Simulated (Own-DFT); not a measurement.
# One host, several defects: 4H SiC

Everything here is calculated. The program is Own-DFT (plane waves, in-house, since retired, never reviewed by a person); positions were held fixed, and spin and spin-orbit coupling were off.

Settings: PBE; PseudoDojo norm-conserving scalar-relativistic files; cutoff 42 hartree; 4 x 4 x 3 k mesh centred on Gamma; Fermi-Dirac smearing of 0.1 eV.

Known weak points (not all hold for every row): a neutral cation vacancy leaves holes that likely carry spin, which these runs leave out; some atoms lie very close together; not probed for a lower state with spin; forces on such cells failed a check on a denser k mesh; forces on such cells passed a denser k mesh, each cell not checked; stress not checked against mesh or cutoff.

All runs share one cell, with vectors in Å (9.248, 0.000, 0.000); (-4.624, 8.009, 0.000); (0.000, 0.000, 10.068) and a volume of 745.7 Å³. The atoms are randomly displaced, by u rms on each axis. The defect's site can differ from row to row.

```
cell,formula,u (Å),P (GPa)
no defect,C36Si36,0.0283,3.64
no defect,C36Si36,0.0604,6.28
no defect,C36Si36,0.0608,6.37
one Si vacancy,C36Si35,0.0260,2.69
one Si vacancy,C36Si35,0.0301,3.12
one Si vacancy,C36Si35,0.0308,3.04
one Al on a Si site and one N on a C site,AlC35NSi35,0.0466,5.08
one Al on a Si site and one N on a C site,AlC35NSi35,0.0466,5.00
one Al on a Si site and one N on a C site,AlC35NSi35,0.0473,5.40
one C on a Si site,C37Si35,0.0466,2.88
one C on a Si site,C37Si35,0.0494,2.91
one C on a Si site,C37Si35,0.0520,3.62
one Si on a C site,C35Si37,0.0478,?
one Si on a C site,C35Si37,0.0501,11.70
one Si on a C site,C35Si37,0.0505,11.93
one Si on a C site,C35Si37,0.0529,11.95
```

## Working it out

P = P0 + c u² + a shift for each defect gives P0 = 2.86 GPa, c = 947 ± 66 GPa/Å² and a scatter of 0.16 GPa. The shifts, and each times the cell's volume:

- one Si on a C site: 6.52 ± 0.13 GPa, 30.4 eV
- one Al on a Si site and one N on a C site: 0.23 ± 0.13 GPa, 1.1 eV (not resolved)
- one Si vacancy: -0.70 ± 0.18 GPa, -3.3 eV
- one C on a Si site: -2.03 ± 0.13 GPa, -9.4 eV

A positive shift means that the defect pushes the cell outwards. Shift times volume (160.2 GPa Å³ is 1 eV) depends little on the cell's size, so, taken for each site, it can be compared between cells at like pressure. The atoms around the defects weren't relaxed, which would change these numbers.

## Check

Q: what pressure belongs in the blank (one Si on a C site, u = 0.0478 Å)?

The fit gives 11.54 ± 0.18 GPa. The hidden result is 11.10 GPa.
